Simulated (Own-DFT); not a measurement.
# Point defects and the pressure they add: C11b WSi2

Calculated, not measured: single-point runs of Own-DFT, a retired in-house plane-wave DFT program that no person has reviewed, on unrelaxed cells, without spin or spin-orbit coupling.

All runs used: PBE; PseudoDojo norm-conserving scalar-relativistic files; cutoff 50 hartree; 5 x 5 x 5 k mesh centred on Gamma; cold (Marzari-Vanderbilt) smearing of 0.2 eV.

Keep in mind: forces on such cells failed a check on a denser k mesh; stress not checked against mesh or cutoff.

All runs share one cell, with vectors in Å (-2.148, -5.953, 3.409); (-6.444, 2.976, 1.136); (-2.553, -2.948, -6.757) and a volume of 403.2 Å³. u is the rms random offset of the atoms per axis. The defect's site can differ from row to row.

| cell | formula | u (Å) | P (GPa) |
|---|---|---|---|
| no defect | Si20W10 | 0.0211 | 4.45 |
| no defect | Si20W10 | 0.0498 | 6.11 |
| no defect | Si20W10 | 0.0507 | 5.96 |
| one Si vacancy | Si19W10 | 0.0309 | 3.52 |
| one Si vacancy | Si19W10 | 0.0465 | 3.96 |
| one Si vacancy | Si19W10 | 0.0479 | 4.71 |
| one Si on a W site | Si21W9 | 0.0289 | 6.31 |
| one Si on a W site | Si21W9 | 0.0339 | 6.48 |
| one Si on a W site | Si21W9 | 0.0512 | 7.50 |
| one W on a Si site | Si19W11 | 0.0271 | ? |
| one W on a Si site | Si19W11 | 0.0327 | 9.96 |
| one W on a Si site | Si19W11 | 0.0497 | 10.57 |
| one W on a Si site | Si19W11 | 0.0551 | 11.55 |

## What the rows give

P = P0 + c u² + a shift for each defect gives P0 = 4.18 GPa, c = 723 ± 89 GPa/Å² and a scatter of 0.25 GPa. The shifts, and each times the cell's volume:

- one W on a Si site: 4.93 ± 0.21 GPa, 12.4 eV
- one Si on a W site: 1.47 ± 0.20 GPa, 3.7 eV
- one Si vacancy: -1.42 ± 0.20 GPa, -3.6 eV

Positive is outwards. The product with the volume (160.2 GPa Å³ to the eV) is nearly free of the cell's size; divided by the bulk modulus at the cell's pressure it gives the volume that the defect adds. The atoms around the defects weren't relaxed, which would change these numbers.

## Test on the hidden row

The question: what pressure belongs in the blank (one W on a Si site, u = 0.0271 Å)?

The fitted form gives 9.64 ± 0.31 GPa. The run itself gave 9.82 GPa.
